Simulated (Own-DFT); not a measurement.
# Stretching a layer in its plane: diamond-structure GeSn with randomly placed atoms, 64 atoms (Ge56Sn8)

No measurement is shown. These are fixed-geometry runs of a retired plane-wave code named Own-DFT, which no person has reviewed; spin and spin-orbit coupling are neglected.

Settings: PBE; PseudoDojo norm-conserving scalar-relativistic files; cutoff 49 hartree; 3 x 3 x 3 k mesh centred on Gamma; Fermi-Dirac smearing of 0.1 eV.

Keep in mind: forces on such cells moved up to 12 meV/angstrom on a denser k mesh; stress not checked against mesh or cutoff.

Unstrained cell vectors in Å: (11.524, 0.000, 0.000); (0.000, 11.524, 0.000); (0.000, 0.000, 11.524). The unstrained cell has measured lattice constants (interpolated for alloys), not those of this functional. That, the random moves and any unrelaxed bonds set the pressure at no strain. Each run strains x and y alike by e, as a substrate would, and holds the height along z. All atoms carry random offsets, Gaussian with a width of 0.05 Å per axis. The random placing of the alloy's atoms differs from row to row. Stress is positive in tension.

```
e (%),u (Å),(s_xx + s_yy)/2 (GPa),s_zz (GPa)
-3.00,0.047,-11.12,-9.24
-2.50,0.046,?,?
-2.00,0.050,-8.93,-7.65
0.25,0.049,-4.93,-5.09
0.75,0.048,-3.88,-4.32
1.75,0.047,-2.42,-3.33
2.00,0.052,-2.21,-3.21
2.25,0.047,-1.58,-2.78
2.50,0.050,-1.36,-2.85
3.00,0.051,-0.75,-2.18
```

## Fit

With e as a fraction, the in-plane stress is -5.2 + 173 e - 748 e² GPa (errors 2 and 120, scatter 0.11), and s_zz is -5.2 + 116 e - 527 e² GPa (slope ± 2, scatter 0.13). At e = 0 the first slope is C11 + C12 and the second 2 C12, both with the ions held to the strained lattice and at the cell's own pressure. The term in e² is negative: the layer stiffens under compression and softens under tension. A free layer would change its height as e changes, and the in-plane slope would drop by 2 C12²/C11 to the biaxial modulus. At fixed height, a misfit of 1 % moves the in-plane stress by about 1.7 GPa and s_zz by 1.2 GPa.

## The run left out

The question: what are the two stresses at e = -2.50 %?

The fit gives -10.0 and -8.5 GPa. Computed: -10.14 and -8.45 GPa.
